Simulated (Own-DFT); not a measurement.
# Strain and stress in wurtzite GaN, 72 atoms (Ga36N36)

Calculated results; nothing here was measured. They come from Own-DFT, an in-house plane-wave density functional program, since retired, whose code no person has reviewed. Each row is one single-point run on a periodic cell that was not relaxed, without spin or spin-orbit coupling.

Settings of every run: PBE; PseudoDojo norm-conserving scalar-relativistic files (stringent for Ga); cutoff 96 hartree; 4 x 4 x 3 k mesh centred on Gamma; Gaussian smearing of 0.01 eV.

Known limits: forces not confirmed at this smearing and k mesh; stress not checked against mesh or cutoff.

Unstrained cell vectors in Å: (9.567, 0.000, 0.000); (-4.784, 8.285, 0.000); (0.000, 0.000, 10.370). The unstrained cell has measured lattice constants (interpolated for alloys), not those of this functional. That, the random moves and any unrelaxed bonds set the pressure at no strain. Each run strains this cell uniformly, with the atoms carried along. Every atom was also moved at random, by a Gaussian of width 0.05 Å on each axis. Strain is the symmetric tensor, in per cent. Stress is positive in tension, and the pressure is minus a third of its trace.

```
run,e_xx (%),e_yy (%),e_zz (%),s_xx (GPa),s_yy (GPa),s_zz (GPa),P (GPa),E (meV/atom)
1,-0.50,-0.50,0.00,-9.17,-8.06,-10.10,9.11,14.2
2,-1.75,-1.75,0.00,-16.35,-15.77,-10.13,14.08,27.4
3,-1.00,-1.00,0.00,-15.20,-10.20,-9.29,11.56,41.0
4,2.75,2.75,0.00,6.15,6.35,-5.72,-2.26,6.7
5,0.25,0.25,0.00,-5.41,-5.91,-6.58,5.97,10.2
6,2.50,2.50,0.00,5.64,4.30,-4.74,-1.74,4.4
7,1.00,1.00,0.00,-1.72,-1.47,-6.57,3.25,0.0
8,1.75,1.75,0.00,2.39,2.72,-6.59,0.49,0.9
9,1.50,1.50,0.00,?,?,?,?,?
```

E is the free energy for each atom above the lowest run shown.

## Worked fit

The change of volume is close to e_xx + e_yy + e_zz. A straight line through the runs shown gives P = 7.42 - 184 x (fractional change of volume) GPa, with an error of 5 on the slope and a scatter of 0.48 GPa. The strain isn't the same on all axes and the cell isn't cubic, so the slope belongs to this path and is not the bulk modulus.

## Withheld run

Question: what pressure should run 9 give? Its volume changes by 3.02 %.

The line gives 1.8 GPa. The calculation gave 1.43 GPa.
